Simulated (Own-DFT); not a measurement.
## Calculated data, SiC (4H silicon carbide, atoms displaced)

Computed with Own-DFT development build. A calculation, not a measurement: plane-wave PBE density functional theory by an unreviewed code, no spin, of a simulated periodic cell, stress positive in tension, free energy of the whole cell less one offset for each atom, forces on such cells passed a denser k mesh, this cell's mesh not checked; offsets are fitted by least squares, one for each functional and potential file, so energies compare only between cells with the same atoms and settings and are not formation energies; the far tail of each file's local potential was reset to the Coulomb form; each entry is a single point on an unrelaxed cell, so the pressure reflects the starting lattice, mostly measured values (interpolated for alloys), from which strain is counted, and rises with the displacements; printed positions are rounded, which can move forces by about a meV/angstrom; the program, named Own-DFT, is a retired in-house code; no spin-orbit coupling.

Common to all runs: functional PBE; potential files PseudoDojo norm-conserving, scalar-relativistic, standard set; wave cutoff 42 hartree; occupations Fermi-Dirac; smearing width 0.1 eV; hardware one NVIDIA H100; k mesh 5 x 5 x 3 centred on Gamma.

(1) SiC (4H silicon carbide, atoms displaced)

```
cell vectors (Å)
   6.1654     0.0000     0.0000
  -3.0827     5.3394     0.0000
   0.0000     0.0000    10.0681
atoms (fractions of the cell vectors)
Si  0.99678  0.99352  0.41085
Si  0.16360  0.33582  0.14962
C   0.98267  0.00047  0.09369
C   0.16019  0.31798  0.35334
Si  0.99997  0.50918  0.40538
Si  0.17580  0.83556  0.15008
C   0.02444  0.50552  0.09756
C   0.16506  0.81917  0.34092
Si  0.50774  0.01039  0.40445
Si  0.66784  0.32318  0.16111
C   0.50753  0.00665  0.09237
C   0.64536  0.33762  0.34154
Si  0.48263  0.49996  0.41842
Si  0.66817  0.82108  0.15353
C   0.48911  0.49367  0.10188
C   0.66883  0.81846  0.34818
Si  0.00333  0.00420  0.90384
Si  0.83567  0.66693  0.65786
C   0.00552  0.01553  0.58744
C   0.83693  0.66322  0.84788
Si  0.01543  0.50607  0.89768
Si  0.83637  0.17496  0.64943
C   0.98842  0.48105  0.60086
C   0.82895  0.16923  0.83460
Si  0.50514  0.00258  0.90839
Si  0.34415  0.67154  0.65872
C   0.49635  0.99086  0.60483
C   0.33951  0.66796  0.84117
Si  0.49306  0.49785  0.90706
Si  0.34681  0.17382  0.65361
C   0.51159  0.51751  0.59220
C   0.32006  0.15088  0.83780
```

- free energy of cell above offsets: -2.482 eV
- pressure: 5.49 GPa
- stress xx: -3.3 GPa
- stress yy: -7.33 GPa
- stress zz: -5.83 GPa
- stress yz: 1.47 GPa
- stress xz: 0.61 GPa
- stress xy: -0.35 GPa
- wall time: 117.7 s

Force:
```
element  x (eV/Å)  y (eV/Å)  z (eV/Å)
     Si     0.521    -0.511      -1.9
     Si     1.407    -1.826     3.279
      C      2.89     0.166    -0.993
      C    -1.432     1.394    -1.639
     Si     0.155    -2.822     0.558
     Si    -1.175     0.267     1.173
      C    -3.659     0.293    -2.092
      C    -0.055     2.547     0.127
     Si     0.017    -1.728     0.409
     Si    -0.404     1.978    -1.007
      C      0.32    -1.017     0.138
      C     2.021    -0.124     1.704
     Si     0.823    -0.273    -3.391
     Si    -1.545     0.376     1.815
      C     1.947    -0.359    -2.299
      C    -1.463     1.566    -0.784
     Si    -1.508    -0.762    -0.046
     Si     0.489     1.103     0.088
      C     1.233    -1.493     2.339
      C    -0.895     0.318    -0.314
     Si    -1.249    -1.237     1.489
     Si     0.232    -3.283     1.575
      C     0.171      4.96    -2.202
      C     1.059     0.016     1.572
     Si     -0.17     0.301    -1.312
     Si    -1.295     -1.32    -0.233
      C    -0.043     1.745    -2.914
      C     0.416     0.497      0.81
     Si     1.347    -0.752     0.366
     Si    -1.553    -0.333    -0.007
      C     0.358    -1.507      2.35
      C     1.038     1.821      1.34
```

(2) SiC (4H silicon carbide, atoms displaced)

```
cell vectors (Å)
   6.1654     0.0000     0.0000
  -3.0827     5.3394     0.0000
   0.0000     0.0000    10.0681
atoms (fractions of the cell vectors)
Si  0.00018  0.00759  0.41146
Si  0.17221  0.33715  0.15084
C   0.01306  0.02131  0.08948
C   0.15933  0.33238  0.34179
Si  0.98008  0.48659  0.40311
Si  0.18057  0.83787  0.14121
C   0.99283  0.49884  0.09316
C   0.15409  0.81417  0.34639
Si  0.49640  0.00549  0.40653
Si  0.66649  0.32491  0.16035
C   0.52487  0.00558  0.09141
C   0.68003  0.34077  0.34989
Si  0.48098  0.50257  0.39574
Si  0.66468  0.83165  0.15634
C   0.49835  0.48889  0.09934
C   0.66813  0.84337  0.33849
Si  0.01555  0.00457  0.90755
Si  0.83173  0.66888  0.65657
C   0.99940  0.02543  0.59397
C   0.83313  0.68717  0.85082
Si  0.00788  0.49264  0.91225
Si  0.82406  0.15820  0.66095
C   0.98544  0.49532  0.58641
C   0.84742  0.17530  0.85321
Si  0.49980  0.98786  0.89790
Si  0.34444  0.66620  0.64705
C   0.49865  0.99629  0.60587
C   0.34502  0.65955  0.84655
Si  0.49550  0.49007  0.91252
Si  0.33198  0.17779  0.65690
C   0.49614  0.50352  0.59269
C   0.33761  0.15466  0.84115
```

- free energy of cell above offsets: -2.534 eV
- pressure: 5.28 GPa
- stress xx: -5.46 GPa
- stress yy: -6.09 GPa
- stress zz: -4.29 GPa
- stress yz: -1.31 GPa
- stress xz: -0.49 GPa
- stress xy: -0.4 GPa
- wall time: 117.2 s

Force:
```
element  x (eV/Å)  y (eV/Å)  z (eV/Å)
     Si      0.39    -1.198    -1.643
     Si    -1.177     0.153     1.577
      C     0.594    -2.629     0.648
      C    -0.275    -0.422    -0.638
     Si     3.339     2.311     1.412
     Si    -1.079     0.289     2.603
      C      1.18     0.513     0.463
      C         0     2.592    -0.816
     Si    -0.031     -1.06     0.476
     Si     0.157     0.745     0.053
      C    -2.372    -0.784    -0.926
      C    -4.941    -2.285    -2.142
     Si     2.361     0.716     1.523
     Si     1.973     0.171    -0.554
      C     0.406     1.087    -0.435
      C    -0.128    -0.471     1.472
     Si    -1.353     0.543    -0.159
     Si     0.138     0.701     0.228
      C     1.804    -2.447     0.197
      C     1.436    -2.967    -1.023
     Si    -1.371     1.844    -1.542
     Si    -0.312     2.615      0.75
      C     1.034     0.301     1.897
      C    -0.514    -1.389    -1.966
     Si     1.321     1.158     1.261
     Si    -3.165     -0.71     2.027
      C    -1.102     0.776    -2.257
      C     -1.45    -0.577    -0.732
     Si     1.403     0.408    -0.776
     Si     0.468    -0.983    -0.211
      C     1.546    -0.349    -1.355
      C    -0.282      1.35     0.587
```

(3) SiC (4H silicon carbide, atoms displaced)

```
cell vectors (Å)
   6.1654     0.0000     0.0000
  -3.0827     5.3394     0.0000
   0.0000     0.0000    10.0681
atoms (fractions of the cell vectors)
Si  0.98726  0.99197  0.40125
Si  0.17456  0.34474  0.15119
C   0.98424  0.96799  0.09089
C   0.16591  0.33110  0.33479
Si  0.00177  0.51157  0.40386
Si  0.18172  0.84620  0.15735
C   0.02269  0.50985  0.09658
C   0.16288  0.82416  0.33362
Si  0.50985  0.01159  0.40777
Si  0.66454  0.32652  0.16382
C   0.51587  0.00125  0.09254
C   0.64837  0.33869  0.34554
Si  0.49619  0.50099  0.39616
Si  0.66155  0.85289  0.16270
C   0.48207  0.48582  0.09713
C   0.65717  0.82208  0.34484
Si  0.00273  0.01425  0.90435
Si  0.82957  0.65869  0.65753
C   0.99120  0.99328  0.59163
C   0.83154  0.66249  0.84060
Si  0.00118  0.49539  0.89525
Si  0.86297  0.17391  0.65953
C   0.01445  0.50841  0.59432
C   0.85256  0.16884  0.83746
Si  0.48679  0.99270  0.91055
Si  0.34280  0.67629  0.65576
C   0.51014  0.99893  0.59925
C   0.32462  0.66075  0.84515
Si  0.50413  0.49343  0.91063
Si  0.33194  0.15815  0.65618
C   0.50553  0.51656  0.60957
C   0.33492  0.15204  0.84124
```

- free energy of cell above offsets: -1.668 eV
- pressure: 6.33 GPa
- stress xx: -7.72 GPa
- stress yy: -4.07 GPa
- stress zz: -7.18 GPa
- stress yz: 1.75 GPa
- stress xz: -0.48 GPa
- stress xy: 2.49 GPa
- wall time: 117.8 s

Force:
```
element  x (eV/Å)  y (eV/Å)  z (eV/Å)
     Si     1.477      0.93     0.245
     Si    -1.172    -3.119      0.58
      C    -0.549     3.026      0.19
      C    -1.156    -0.348     1.787
     Si     0.702    -1.713     0.174
     Si    -0.708    -1.711    -1.947
      C    -2.745    -0.489    -1.362
      C     0.008     2.104     2.894
     Si     -1.05     -1.47     0.933
     Si     0.369     2.107    -2.179
      C    -2.933      1.68     0.088
      C     3.419    -0.957     0.267
     Si    -2.089    -0.461     3.122
     Si     3.878    -3.608    -0.993
      C     3.278     1.902    -0.745
      C    -0.564     2.396    -0.252
     Si      1.98    -3.028     0.883
     Si     0.536     0.776     -0.01
      C     2.128    -0.199    -0.739
      C     0.079     0.468     1.037
     Si    -0.843     0.669     2.485
     Si    -2.644    -0.008    -1.604
      C    -0.769    -0.468    -0.819
      C    -2.712    -0.007     1.452
     Si     2.166    -0.427    -1.566
     Si    -0.485    -0.197     1.167
      C    -0.122     1.766    -1.327
      C     1.785      0.78    -0.019
     Si    -0.717     0.236    -0.921
     Si     0.124     1.014    -0.458
      C     0.525    -3.002     -3.42
      C    -1.195     1.358     1.058
```

(4) SiC (4H silicon carbide, atoms displaced)

```
cell vectors (Å)
   6.1654     0.0000     0.0000
  -3.0827     5.3394     0.0000
   0.0000     0.0000    10.0681
atoms (fractions of the cell vectors)
Si  0.99456  0.00165  0.41370
Si  0.18280  0.34062  0.16134
C   0.00174  0.00384  0.08928
C   0.15616  0.31874  0.34632
Si  0.01410  0.50110  0.39468
Si  0.14872  0.81380  0.15701
C   0.00382  0.50234  0.09722
C   0.14715  0.82629  0.34884
Si  0.49234  0.00382  0.39709
Si  0.67686  0.32991  0.16232
C   0.49783  0.99423  0.10315
C   0.65781  0.32830  0.34701
Si  0.48407  0.49191  0.40790
Si  0.66283  0.81874  0.16804
C   0.49770  0.49904  0.09206
C   0.67452  0.84277  0.34985
Si  0.99261  0.99170  0.89400
Si  0.83396  0.66558  0.65608
C   0.98486  0.98796  0.60073
C   0.82488  0.65977  0.83843
Si  0.98966  0.49241  0.91271
Si  0.82327  0.17345  0.65712
C   0.00917  0.50532  0.59092
C   0.83301  0.17586  0.84628
Si  0.50921  0.00644  0.90477
Si  0.33550  0.65977  0.65126
C   0.49772  0.99090  0.58954
C   0.33329  0.66506  0.84029
Si  0.49952  0.51378  0.90994
Si  0.33600  0.16006  0.66030
C   0.51205  0.50706  0.58670
C   0.34120  0.16009  0.84635
```

- free energy of cell above offsets: -3.298 eV
- pressure: 4.22 GPa
- stress xx: -2.77 GPa
- stress yy: -5.29 GPa
- stress zz: -4.61 GPa
- stress yz: -0.07 GPa
- stress xz: -0.16 GPa
- stress xy: 0.14 GPa
- wall time: 125.6 s

Force:
```
element  x (eV/Å)  y (eV/Å)  z (eV/Å)
     Si     0.227    -1.376     0.633
     Si    -1.125    -2.199     -1.59
      C    -0.174    -0.843     0.548
      C     0.951     1.211    -0.692
     Si    -2.884    -0.671     3.146
     Si     0.174     4.015     0.056
      C     0.305    -1.783     0.005
      C     1.237     0.855    -1.379
     Si     0.475    -1.225     1.736
     Si     -1.76    -0.791     -0.94
      C      0.18    -0.412    -0.901
      C     0.532     1.496    -0.593
     Si     1.841     1.202    -0.396
     Si     0.148     2.171    -2.334
      C     1.483     0.116     1.436
      C    -1.414    -1.754    -0.173
     Si     0.744     1.021      2.03
     Si     0.485    -0.845    -0.891
      C     0.691     2.394    -0.309
      C     0.264      -0.1     1.482
     Si     0.806     1.669    -1.368
     Si     1.165    -0.267     -0.53
      C     -0.59    -0.817     -0.55
      C     0.745     -0.93    -0.744
     Si    -0.548    -1.646     1.704
     Si    -0.042     0.434     0.601
      C    -0.728     0.796    -0.049
      C     -0.77     0.294     0.751
     Si     0.576    -1.786    -1.225
     Si    -0.484     0.292    -0.994
      C    -0.808    -1.798     1.705
      C    -1.702     1.278    -0.176
```

(5) SiC (4H silicon carbide, atoms displaced)

```
cell vectors (Å)
   6.1654     0.0000     0.0000
  -3.0827     5.3394     0.0000
   0.0000     0.0000    10.0681
atoms (fractions of the cell vectors)
Si  0.00149  0.99337  0.40613
Si  0.17263  0.33755  0.15955
C   0.01789  0.00346  0.10204
C   0.18380  0.34745  0.34162
Si  0.01500  0.50669  0.40667
Si  0.16151  0.82603  0.16270
C   0.99517  0.50622  0.09708
C   0.17399  0.82882  0.35257
Si  0.50394  0.99496  0.40907
Si  0.66049  0.31105  0.15801
C   0.51680  0.99957  0.09582
C   0.64986  0.33361  0.33357
Si  0.48974  0.48644  0.41633
Si  0.66926  0.84182  0.15494
C   0.48282  0.49985  0.09185
C   0.68255  0.84594  0.34623
Si  0.00892  0.99629  0.90631
Si  0.81448  0.65114  0.65698
C   0.00800  0.00212  0.59537
C   0.81507  0.64386  0.83644
Si  0.02458  0.52407  0.91100
Si  0.82717  0.15232  0.65560
C   0.00922  0.49007  0.59706
C   0.82396  0.15595  0.84149
Si  0.50168  0.02320  0.91399
Si  0.35355  0.68961  0.65495
C   0.49733  0.00189  0.59809
C   0.34331  0.66058  0.83956
Si  0.49125  0.48865  0.91577
Si  0.33804  0.14715  0.65610
C   0.50162  0.50184  0.58640
C   0.34263  0.17620  0.84156
```

- free energy of cell above offsets: -1.541 eV
- pressure: 6.09 GPa
- stress xx: -5.5 GPa
- stress yy: -3.76 GPa
- stress zz: -9.01 GPa
- stress yz: -0.6 GPa
- stress xz: -0.06 GPa
- stress xy: 0.83 GPa
- wall time: 114 s

Force:
```
element  x (eV/Å)  y (eV/Å)  z (eV/Å)
     Si     0.555     1.485     0.637
     Si    -1.017     -0.13     -0.23
      C    -1.508    -0.174    -1.443
      C    -1.346    -1.756     0.767
     Si    -1.364    -1.964      0.77
     Si     1.216     0.669     0.473
      C     0.839     -1.02    -0.109
      C    -0.449     0.771    -1.242
     Si     0.016     1.374    -0.739
     Si    -1.248     3.245    -0.863
      C    -2.959    -0.558    -0.482
      C     2.031    -0.518     3.471
     Si      1.21     1.852    -4.177
     Si     2.393    -1.779     1.013
      C     2.577      0.38     1.249
      C    -1.118     -1.57     -0.24
     Si    -1.879    -0.472    -0.464
     Si     2.626     0.883    -1.221
      C    -0.308    -1.511    -0.251
      C      1.09      1.68     2.915
     Si    -1.285    -2.615    -1.968
     Si     1.273     1.957     0.852
      C    -1.322     0.794    -0.743
      C      1.09     1.135     1.643
     Si     2.614    -2.393    -1.677
     Si    -0.793     -4.34     0.839
      C     2.329     0.159    -2.228
      C    -0.935     1.827      1.34
     Si     0.291     1.861    -2.455
     Si    -3.434     3.063     0.649
      C    -0.311    -0.889     3.361
      C    -0.873    -1.446     0.551
```
